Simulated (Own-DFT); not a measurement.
# Same atoms, different arrangement: Ga48P48, 96 atoms

The numbers are computed, not measured, by runs of the plane-wave DFT program Own-DFT (in-house, retired, unreviewed) at fixed positions, with no spin and no spin-orbit coupling.

Method: PBE; PseudoDojo norm-conserving scalar-relativistic files; cutoff 42 hartree; 2 x 3 x 3 k mesh centred on Gamma; Fermi-Dirac smearing of 0.1 eV.

Caveats (not all hold for every row): not probed for a lower state with spin; forces on such cells failed a check on a denser k mesh; forces on such cells passed a denser k mesh, each cell not checked; stress not checked against mesh or cutoff.

All cells hold the same atoms in the same cell, with vectors in Å (16.352, 0.000, 0.000); (0.000, 10.901, 0.000); (0.000, 0.000, 10.901). u is the rms random offset of the atoms per axis. The defect's site can differ from row to row. E is the free energy of the whole cell, counted from the lowest run. The arrangements:

- A: zincblende GaP
- B: zincblende GaP, with one Ga on a P site and one P on a Ga site, 2.4 Å apart

| arrangement | u (Å) | E (eV) | P (GPa) |
|---|---|---|---|
| A | 0.0204 | 0.084 | 2.72 |
| A | 0.0207 | 0.000 | 2.70 |
| A | 0.0219 | 0.227 | 2.75 |
| A | 0.0488 | 3.179 | 3.19 |
| A | 0.0530 | 4.057 | 3.30 |
| A | 0.0538 | 4.267 | 3.39 |
| B | 0.0299 | 3.911 | 2.93 |
| B | 0.0299 | 3.980 | 2.93 |
| B | 0.0314 | 3.965 | 2.94 |
| B | 0.0467 | 5.899 | 3.21 |
| B | 0.0496 | 6.545 | 3.33 |
| B | 0.0503 | 6.781 | 3.39 |

Asked: what order do the arrangements take when the shaking is discounted?

## Working it out

Fit E = a + b u², with one b for all and one a for each arrangement, and with residuals divided by u², since the noise grows with the moves. Then b = 1659 eV/Å², the scatter at u = 0.04 Å is 0.16 eV, and against A:

- B: 3.06 ± 0.06 eV (higher)

Unrelaxed energies often overstate such gaps, and a small one could reverse once the atoms move.
